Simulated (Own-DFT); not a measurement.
Simulation results for Si₄₇N₆₄ (beta silicon nitride with one vacancy, atoms displaced)

All values are calculated (Own-DFT development build). A calculation, not a measurement: plane-wave PBE density functional theory by an unreviewed code, no spin, of a simulated periodic cell, stress positive in tension, free energy of the whole cell less one offset for each atom, defect cell not probed for a lower state with spin; forces on such cells moved up to 12 meV/angstrom on a denser k mesh; offsets are fitted by least squares, one for each functional and potential file, so energies compare only between cells with the same atoms and settings and are not formation energies; the far tail of each file's local potential was reset to the Coulomb form; each entry is a single point on an unrelaxed cell, so the pressure reflects the starting lattice, mostly measured values (interpolated for alloys), from which strain is counted, and rises with the displacements; printed positions are rounded, which can move forces by about a meV/angstrom; the program, named Own-DFT, is a retired in-house code; no spin-orbit coupling; before rounding, a Quantum ESPRESSO 7.3.1 run of the same cell and cutoff gave forces within 1 meV/angstrom rms on each cell, which checks the program and not the settings.

Common to all runs: functional PBE; potential files PseudoDojo norm-conserving, scalar-relativistic, standard set; wave cutoff 42 hartree; occupations Fermi-Dirac; smearing width 0.1 eV; k mesh 2 x 2 x 4 centred on Gamma.

(1) Si₄₇N₆₄ (beta silicon nitride with one vacancy, atoms displaced)

```
Si47N64
1.0
     15.2120     0.0000     0.0000
     -7.6060    13.1740     0.0000
      0.0000     0.0000     5.8180
Si N Si N Si N Si N Si N Si N Si N Si N
6 8 5 8 6 8 6 8 6 8 6 8 6 8 6 8
Direct
  0.07929 0.38224 0.13312
  0.11146 0.19687 0.11421
  0.29388 0.41823 0.11549
  0.41160 0.10956 0.37494
  0.38595 0.29422 0.37491
  0.20320 0.08446 0.38833
  0.16824 0.01213 0.11846
  0.48650 0.15329 0.13481
  0.34945 0.33943 0.13558
  0.33438 0.48475 0.36812
  0.00809 0.34608 0.35694
  0.15018 0.16989 0.36925
  0.15934 0.32964 0.12915
  0.33524 0.15924 0.37692
  0.11264 0.19332 0.61325
  0.30042 0.41205 0.62881
  0.41154 0.11767 0.87494
  0.38735 0.30389 0.87889
  0.20308 0.07727 0.88711
  0.16253 0.01186 0.61012
  0.48467 0.14767 0.62020
  0.34769 0.33299 0.64416
  0.33012 0.48702 0.86815
  0.01369 0.35310 0.86863
  0.15370 0.16640 0.87295
  0.17070 0.33304 0.63974
  0.33677 0.17774 0.86519
  0.08692 0.88415 0.14209
  0.10960 0.69853 0.11061
  0.30118 0.91955 0.12685
  0.42087 0.61869 0.37638
  0.38876 0.80137 0.37888
  0.20380 0.58891 0.36504
  0.15969 0.51734 0.13756
  0.49093 0.65219 0.12516
  0.34950 0.82954 0.12320
  0.33140 0.98137 0.38532
  0.01670 0.85223 0.37925
  0.15246 0.67262 0.36229
  0.16461 0.82877 0.13446
  0.33300 0.67213 0.39606
  0.08139 0.88271 0.64355
  0.11749 0.70742 0.61358
  0.29702 0.91332 0.62109
  0.41232 0.61698 0.87719
  0.38244 0.79200 0.89233
  0.20233 0.57963 0.87068
  0.16396 0.51070 0.61973
  0.48346 0.64986 0.62547
  0.35123 0.84063 0.62922
  0.33338 0.98693 0.86736
  0.01401 0.85194 0.87515
  0.15068 0.66604 0.86255
  0.16266 0.82966 0.63515
  0.33444 0.67023 0.87178
  0.58997 0.38796 0.12582
  0.61607 0.20411 0.12191
  0.79554 0.40728 0.13240
  0.91305 0.11574 0.37611
  0.88389 0.29727 0.38159
  0.70905 0.08988 0.37549
  0.66657 0.01947 0.11932
  0.97573 0.15178 0.12987
  0.85582 0.33685 0.11745
  0.83751 0.48036 0.36136
  0.51427 0.34870 0.37119
  0.64804 0.16497 0.36932
  0.67112 0.33549 0.13439
  0.83194 0.16993 0.38707
  0.59105 0.38519 0.61109
  0.61820 0.20506 0.62427
  0.80625 0.41892 0.61781
  0.91278 0.11594 0.87625
  0.88381 0.29479 0.89127
  0.70503 0.08861 0.88673
  0.66914 0.01648 0.60935
  0.98809 0.15626 0.63931
  0.85384 0.33962 0.63010
  0.83504 0.48049 0.88367
  0.52217 0.35322 0.88228
  0.65177 0.16486 0.87867
  0.66583 0.33390 0.61922
  0.83316 0.16773 0.87637
  0.58662 0.88271 0.12381
  0.61954 0.70774 0.12442
  0.79557 0.90986 0.12528
  0.90773 0.60945 0.38127
  0.88391 0.79991 0.37747
  0.70685 0.58587 0.36028
  0.66206 0.51435 0.12635
  0.98452 0.65498 0.13120
  0.84541 0.82569 0.12399
  0.84168 0.98804 0.37638
  0.51713 0.85048 0.38843
  0.65000 0.66832 0.36494
  0.67380 0.83833 0.12049
  0.83224 0.66552 0.36946
  0.58304 0.88524 0.62228
  0.61171 0.70192 0.61375
  0.79468 0.91060 0.63113
  0.91051 0.61396 0.85935
  0.88691 0.80034 0.87348
  0.70163 0.59216 0.87922
  0.66683 0.51701 0.63051
  0.98200 0.64754 0.63202
  0.84578 0.82387 0.63305
  0.83406 0.98601 0.87549
  0.52385 0.85202 0.87298
  0.65403 0.66385 0.88102
  0.66458 0.83250 0.61949
  0.83232 0.66912 0.87250
```

| Item | Value |
| --- | --- |
| free energy of cell above offsets | 1.504 eV |
| pressure | 7.51 GPa |
| stress xx | -6.28 GPa |
| stress yy | -7.33 GPa |
| stress zz | -8.9 GPa |
| stress yz | 0.35 GPa |
| stress xz | 0.6 GPa |
| stress xy | -1.36 GPa |

Force:
```
element  x (eV/Å)  y (eV/Å)  z (eV/Å)
     Si     1.449      1.47    -2.496
     Si    -1.632     1.807     0.243
     Si     0.036     -2.59     1.694
     Si     1.416     1.408     0.719
     Si    -1.677    -0.042     0.594
     Si    -0.036     2.607    -3.913
      N    -0.358    -0.721     4.029
      N     -0.87    -1.187    -1.879
      N     0.669    -0.433    -0.771
      N     0.424     1.466     1.025
      N    -0.304    -0.505     1.544
      N     2.888    -2.916    -1.501
      N     1.171     0.673    -0.456
      N    -2.942     1.667     -0.13
     Si    -1.453     4.062     3.407
     Si    -2.369     0.461    -1.935
     Si     0.491     1.897    -0.267
     Si     1.513     0.481     2.535
     Si    -0.392     5.418    -4.544
      N    -0.016    -0.908     4.609
      N     0.227    -0.005     1.216
      N     1.128     0.403    -3.668
      N     0.652     1.131     0.683
      N     0.639    -0.054     1.645
      N     0.548    -2.161    -0.254
      N     0.551    -1.485    -0.355
      N     0.753    -4.708     0.799
     Si     1.623    -1.749    -2.187
     Si      1.42     0.542     0.451
     Si    -0.627    -3.804    -0.855
     Si     -3.76    -1.402    -0.853
     Si    -1.934    -0.761     1.119
     Si    -0.992      0.73     3.987
      N     0.968    -1.528    -3.458
      N    -1.806    -0.272    -0.711
      N    -1.716     2.854     2.074
      N     0.228     1.238    -2.748
      N    -1.906    -0.371     1.426
      N     0.762    -1.264     0.668
      N     0.094     2.735    -0.533
      N     2.638    -1.173    -1.299
     Si     2.962    -0.221    -3.735
     Si     0.737    -3.109     0.365
     Si    -1.196    -2.302     2.273
     Si    -0.056     0.345     0.033
     Si     0.236     3.144    -3.813
     Si    -1.992     0.671    -0.389
      N     0.236     1.241    -0.515
      N     0.751     0.027     1.175
      N     2.298    -1.116     0.516
      N    -0.306     0.412      1.53
      N     -0.19     0.389     3.294
      N     0.493    -0.709     0.193
      N    -0.824     3.897     0.033
      N      1.25    -3.335     0.707
     Si     0.836    -1.644    -0.008
     Si     0.402     0.187     0.717
     Si     1.507     0.237    -3.052
     Si     -1.29     1.734     2.471
     Si     0.054     1.004     0.095
     Si    -2.846    -0.059    -0.898
      N     0.112    -2.922     2.473
      N     3.639     0.597     -1.08
      N     -2.85     0.467     3.627
      N    -0.255     1.985     2.284
      N     0.476     0.458     0.213
      N     1.123    -0.359     0.737
      N    -2.376    -1.259    -0.355
      N     2.325    -0.901    -0.217
     Si    -1.132     0.584     2.543
     Si    -0.037    -0.592     -0.37
     Si    -1.637    -2.335     2.202
     Si    -1.158     0.553    -0.163
     Si     1.438      0.87    -4.285
     Si    -0.043     0.297    -3.868
      N    -0.434     -0.86     3.039
      N    -0.786    -1.694    -2.143
      N     0.358    -0.968     0.025
      N    -0.227     1.685    -1.349
      N    -1.822    -0.753    -2.101
      N    -1.027     0.648     -0.88
      N     2.214     0.548     0.088
      N     0.532    -1.104     0.058
     Si     1.359     2.054     1.065
     Si     1.226    -0.251    -1.295
     Si     2.847      2.69     0.301
     Si     0.884     2.242    -1.782
     Si     1.394    -2.119    -0.262
     Si    -2.246     0.827     3.327
      N     0.434     0.975    -0.928
      N    -1.711    -1.481    -1.107
      N    -1.398     2.209     0.343
      N    -0.181    -2.682      0.33
      N    -0.921    -0.609    -4.231
      N     1.327    -1.134     1.488
      N    -3.449    -1.989     0.255
      N     1.082     0.691     0.221
     Si     3.969     2.273     1.282
     Si     2.511     0.307     1.522
     Si     0.381     0.176    -0.924
     Si    -1.495    -0.525     5.066
     Si     0.156    -2.707     1.555
     Si     3.943    -2.953    -1.031
      N    -0.083     0.123    -1.778
      N     1.236     0.602    -3.066
      N    -2.845     3.002    -1.826
      N     0.528    -1.126     0.215
      N    -3.574    -1.844     1.307
      N    -5.615     3.376    -1.278
      N    -0.003         0     0.074
      N     1.248    -0.878     0.032
```

(2) Si₄₇N₆₄ (beta silicon nitride with one vacancy, atoms displaced)

```
Si47N64
1.0
     15.2120     0.0000     0.0000
     -7.6060    13.1740     0.0000
      0.0000     0.0000     5.8180
Si N Si N Si N Si N Si N Si N Si N Si N
6 8 6 8 6 8 5 8 6 8 6 8 6 8 6 8
Direct
  0.08585 0.39101 0.11925
  0.11777 0.20471 0.12657
  0.29872 0.41160 0.14017
  0.41368 0.11445 0.36717
  0.39140 0.30642 0.36241
  0.19744 0.08441 0.37611
  0.16504 0.00748 0.12114
  0.48730 0.14920 0.12037
  0.35320 0.33376 0.12699
  0.33357 0.48388 0.37919
  0.01550 0.34705 0.37372
  0.15512 0.17319 0.36954
  0.16186 0.33078 0.12554
  0.33093 0.16016 0.38070
  0.09153 0.39182 0.63776
  0.11303 0.19664 0.62582
  0.29986 0.41039 0.61798
  0.41915 0.12324 0.88212
  0.37815 0.29371 0.86825
  0.20447 0.09176 0.86499
  0.16756 0.01687 0.62619
  0.48296 0.15537 0.60223
  0.35390 0.33659 0.63496
  0.33573 0.48468 0.86470
  0.01655 0.35252 0.87317
  0.15666 0.17069 0.87860
  0.16796 0.32966 0.63530
  0.33270 0.16876 0.88212
  0.08076 0.88475 0.13233
  0.11517 0.71022 0.12363
  0.29902 0.90655 0.12401
  0.41965 0.62242 0.39201
  0.38195 0.79684 0.37719
  0.20718 0.59343 0.38212
  0.17288 0.51620 0.12602
  0.48600 0.65494 0.11867
  0.34761 0.83261 0.12948
  0.32936 0.97759 0.37827
  0.01692 0.85308 0.36686
  0.15288 0.67111 0.38520
  0.16255 0.83204 0.12699
  0.33619 0.66930 0.36327
  0.09201 0.88681 0.61985
  0.29857 0.90701 0.60784
  0.41354 0.61232 0.88297
  0.39046 0.80328 0.87424
  0.20750 0.59125 0.85894
  0.16418 0.51602 0.63699
  0.48440 0.65026 0.62735
  0.34827 0.83181 0.61951
  0.33568 0.98218 0.86387
  0.01569 0.85195 0.88097
  0.14798 0.66566 0.87544
  0.16647 0.82891 0.62441
  0.32601 0.66708 0.88422
  0.58847 0.38839 0.11459
  0.61847 0.20678 0.13047
  0.79494 0.41114 0.12460
  0.91618 0.11854 0.35672
  0.88484 0.29879 0.38553
  0.69637 0.08032 0.37374
  0.66687 0.02058 0.12375
  0.98598 0.15381 0.12049
  0.84799 0.33352 0.11846
  0.83367 0.48776 0.39557
  0.51659 0.35140 0.37394
  0.64405 0.16463 0.39068
  0.67070 0.33769 0.12898
  0.83738 0.16728 0.36958
  0.58248 0.37897 0.62054
  0.61337 0.20052 0.62790
  0.80674 0.42246 0.63176
  0.91019 0.11701 0.86743
  0.89418 0.30521 0.87451
  0.70534 0.08935 0.86636
  0.66572 0.01430 0.62989
  0.98067 0.14918 0.60861
  0.85081 0.33670 0.61696
  0.83384 0.48570 0.87561
  0.51281 0.34647 0.87394
  0.65123 0.16012 0.88061
  0.67293 0.34187 0.63371
  0.83285 0.16597 0.86411
  0.58803 0.88494 0.11556
  0.61697 0.70013 0.13238
  0.79645 0.90998 0.11791
  0.91801 0.61587 0.36619
  0.87990 0.79771 0.37595
  0.70879 0.59452 0.36980
  0.66583 0.51523 0.13498
  0.99123 0.65805 0.13304
  0.85163 0.83519 0.11244
  0.84154 0.99337 0.37790
  0.51514 0.84645 0.37530
  0.64745 0.66536 0.37350
  0.66972 0.83420 0.13640
  0.83572 0.66750 0.37685
  0.58644 0.88596 0.61719
  0.61416 0.69441 0.60672
  0.80250 0.91244 0.63023
  0.91843 0.62030 0.87310
  0.87921 0.79255 0.87123
  0.69800 0.58450 0.88199
  0.66130 0.51753 0.63656
  0.98531 0.65424 0.62817
  0.84544 0.83521 0.63219
  0.83182 0.98168 0.88003
  0.51578 0.84822 0.86485
  0.65276 0.66979 0.87331
  0.66488 0.83026 0.62774
  0.83136 0.66864 0.87305
```

| Property | Result |
| --- | --- |
| free energy of cell above offsets | 2.366 eV |
| pressure | 7.24 GPa |
| stress xx | -7.1 GPa |
| stress yy | -6.38 GPa |
| stress zz | -8.23 GPa |
| stress yz | -0.68 GPa |
| stress xz | -0.1 GPa |
| stress xy | 0.12 GPa |

Force:
```
element  x (eV/Å)  y (eV/Å)  z (eV/Å)
     Si     2.114    -1.192     2.508
     Si    -1.562      0.25     -0.88
     Si    -2.124    -0.289    -3.251
     Si     -2.31    -1.892    -0.395
     Si     0.334    -4.472     3.848
     Si     1.917     0.561    -2.015
      N    -0.616     4.632     0.021
      N     0.543     0.551     0.945
      N    -2.221     1.562    -1.747
      N     0.855     1.873    -0.087
      N     0.019     1.366     0.896
      N     1.163    -1.948     1.179
      N     1.204     2.237     0.036
      N     -0.84     2.367    -0.684
     Si     1.437    -3.457    -3.261
     Si     -1.67     1.913     -0.22
     Si    -1.904    -0.184     1.964
     Si    -2.093    -2.822    -3.607
     Si     2.265     0.562     2.044
     Si     1.183    -2.601      2.53
      N    -0.955     0.091    -0.301
      N     1.701     0.586     4.337
      N    -0.174     0.365    -3.851
      N     0.412    -0.873      2.06
      N     1.108     0.769     0.294
      N    -0.769     -0.48    -0.546
      N    -0.959     1.086    -0.314
      N     1.228    -1.066      -0.1
     Si     2.835    -0.535    -3.221
     Si     3.711    -2.945      0.49
     Si    -4.238     2.595    -1.209
     Si    -2.778    -1.777    -4.329
     Si      1.28    -0.395    -0.574
     Si    -1.553    -0.618    -1.277
      N    -0.715     0.936    -0.141
      N     1.086    -0.306     2.619
      N     2.636    -0.737    -1.051
      N     1.022     2.846    -3.108
      N    -3.049    -1.058     4.133
      N     0.358    -0.285    -2.034
      N     0.729     3.632    -0.016
      N     0.984    -0.718     1.153
     Si    -0.363    -2.303     1.315
     Si    -2.457    -0.117     3.628
     Si    -2.596     0.731    -1.043
     Si    -2.316    -2.644      -0.1
     Si    -4.276    -0.154     4.129
      N     0.487     0.719    -3.124
      N     1.574     0.244     1.873
      N     1.932    -0.211     1.348
      N     0.627     0.863     1.048
      N    -1.243    -0.602    -2.294
      N     0.375    -0.288      1.38
      N    -0.256     1.063    -0.127
      N     6.108     3.041    -0.646
     Si      0.54    -1.585      1.18
     Si     1.183    -0.574    -0.171
     Si      1.75     2.104     0.949
     Si    -1.277     0.248      1.52
     Si     1.183    -1.423    -3.026
     Si     1.441     3.802     1.141
      N    -0.262    -3.009     -1.35
      N     1.146    -0.042    -2.582
      N     0.594     0.264     1.077
      N     0.468     0.607    -5.066
      N     0.375     0.351    -1.699
      N     2.468     -1.41    -3.052
      N     -2.46    -1.743    -0.102
      N    -3.165     0.011      0.06
     Si     2.084     2.352     1.337
     Si    -0.482     2.732     2.006
     Si    -1.349    -3.351      0.23
     Si     1.477    -0.899    -0.175
     Si    -3.936    -2.948     -0.65
     Si     0.949    -0.481     1.357
      N    -0.408    -0.302    -1.144
      N     2.292      0.56     2.603
      N    -0.021     0.632     2.779
      N     0.613     1.909     2.747
      N    -0.403    -0.103     0.095
      N    -3.572     2.273      -0.3
      N    -0.258    -2.638    -0.149
      N     0.007     2.206     0.194
     Si     0.863     0.109     1.273
     Si    -2.174     2.467    -3.679
     Si     0.245     1.795     2.503
     Si    -0.106     0.836     3.586
     Si     2.089     0.453    -0.491
     Si     0.182     -2.86     2.596
      N    -0.385     1.073    -0.724
      N    -3.059    -2.071    -1.914
      N    -0.811     -0.01     2.472
      N      0.03    -4.808     -0.71
      N     -0.83     0.483    -1.659
      N     3.236    -1.985    -2.011
      N    -1.407    -0.986    -0.342
      N    -0.308      1.13    -0.484
     Si     2.453    -1.235     0.317
     Si    -2.545     4.113     6.124
     Si    -5.006     2.416    -1.532
     Si    -0.575     0.035      0.23
     Si     2.199     1.736    -0.019
     Si     1.159     1.442      -0.7
      N    -0.295    -0.863    -2.411
      N    -0.478    -0.177     -1.24
      N     3.447    -2.327    -1.725
      N     0.291     1.984    -1.056
      N     0.311       0.7     1.154
      N     0.081    -1.122     0.376
      N     0.481     0.309    -0.466
      N      0.75    -2.645     0.499
```
